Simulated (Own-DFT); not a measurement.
# Strain and stress in fcc Cu, 16 atoms (Cu16)

All numbers below are calculated, not measured. The program, named Own-DFT, is a retired in-house plane-wave density functional code that no person has reviewed. Each row is one single-point run on a periodic cell that was not relaxed, without spin or spin-orbit coupling.

Settings of every run: PBE; PseudoDojo norm-conserving scalar-relativistic files; cutoff 50 hartree; 7 x 7 x 5 k mesh centred on Gamma; cold (Marzari-Vanderbilt) smearing of 0.2 eV.

Known limits: forces on such cells failed a check on a denser k mesh; stress not checked against mesh or cutoff.

Unstrained cell vectors in Å: (3.615, 3.615, 0.000); (-3.615, 3.615, 0.000); (0.000, 0.000, 7.230). The unstrained cell has measured lattice constants (interpolated for alloys), not those of this functional. That, the random moves and any unrelaxed bonds set the pressure at no strain. Each run strains this cell uniformly, with the atoms carried along. Every atom was also moved at random, by a Gaussian of width 0.05 Å on each axis. Strain is the symmetric tensor, in per cent. Stress is positive in tension, and the pressure is minus a third of its trace.

```
run,e_xx (%),e_yy (%),e_zz (%),e_yz (%),e_xz (%),e_xy (%),s_xx (GPa),s_yy (GPa),s_zz (GPa),s_yz (GPa),s_xz (GPa),s_xy (GPa),P (GPa),E (meV/atom)
1,0.38,1.54,1.84,-0.89,-0.24,-1.76,1.91,2.57,2.82,-1.36,-0.49,-2.36,-2.43,3.7
2,0.11,-0.07,1.03,0.43,-1.85,-0.43,-1.81,-1.62,-0.75,0.80,-3.03,-0.72,1.39,4.8
3,-0.80,-1.86,-1.02,-1.85,1.79,0.55,-9.10,-10.54,-9.81,-3.71,3.37,1.18,9.82,33.8
4,0.36,0.52,-1.26,1.92,-0.31,-1.24,-2.96,-3.47,-3.68,3.57,-0.65,-2.30,3.37,2.5
5,-1.87,-1.81,0.28,1.24,0.92,-0.85,-9.24,-9.36,-7.93,2.63,1.65,-1.56,8.84,22.0
6,-0.22,-0.80,0.79,1.82,0.15,-0.59,-3.64,-4.48,-2.74,3.30,0.45,-0.13,3.62,12.1
7,-0.90,0.95,-1.58,0.02,-0.04,-0.48,-6.05,-4.04,-5.21,0.25,0.11,-1.07,5.10,2.6
8,0.42,-0.50,0.71,1.03,1.70,-1.25,-2.40,-2.62,-2.41,1.90,2.71,-1.86,2.48,15.5
9,-0.87,-0.97,0.62,-1.44,0.38,0.12,-5.22,-5.31,-4.31,-2.90,0.71,0.39,4.95,10.3
10,-0.91,1.42,0.04,0.55,-1.47,-0.24,-3.32,-1.45,-2.17,0.95,-2.69,-0.14,2.31,7.3
11,1.14,0.57,0.63,0.07,0.35,1.61,0.33,0.02,0.49,-0.08,0.67,2.45,-0.28,7.5
12,0.34,-0.29,0.00,0.83,0.76,-0.61,-2.64,-2.89,-2.29,1.65,1.34,-0.98,2.60,0.0
13,-1.73,1.24,-1.77,0.52,-0.55,-0.89,-8.26,-5.41,-7.04,1.07,-1.80,-2.24,6.91,16.7
14,-1.16,0.45,-0.48,1.59,-0.79,1.60,-5.77,-4.68,-5.20,2.69,-1.25,2.85,5.22,16.3
15,-1.60,-1.03,-0.01,-1.79,-1.02,1.84,?,?,?,?,?,?,?,?
```

E is the free energy for each atom above the lowest run shown.

## Worked fit

Each stress component was fitted by least squares to a constant and the strains of the runs shown, as fractions, with shears doubled. Shear strains stay in the fit of a normal stress only where such slopes are resolved. The slopes, in GPa:

```
stress,at no strain,per e_xx,per e_yy,per e_zz,scatter
s_xx,-3.3,217 ± 12,127 ± 9,133 ± 10,0.34
s_yy,-3.3,134 ± 16,218 ± 11,134 ± 13,0.44
s_zz,-3.0,149 ± 19,155 ± 13,180 ± 16,0.52
```

Each shear stress against twice its own strain: yz 94 ± 2, xz 82 ± 5, xy 84 ± 6 GPa. These are stiffnesses along x, y and z of the frame in which the cell vectors are given, which need not be the crystal's axes. The atoms are held to the strained lattice; where symmetry lets them move under strain, relaxing them would lower some slopes. The table should be nearly symmetric about its diagonal, and what it lacks of that shows the noise. A ninth of its sum, 161 ± 5 GPa, estimates the bulk modulus near the mean pressure of these runs, 3.8 GPa, so it lies above the value at zero pressure.

## Withheld run

Question: what normal stresses and pressure should run 15 give?

The fit gives s_xx = -8.1, s_yy = -7.7, s_zz = -7.0 and P = 7.6 GPa. The calculation gave -8.31, -8.05, -7.50 and P = 7.95 GPa.
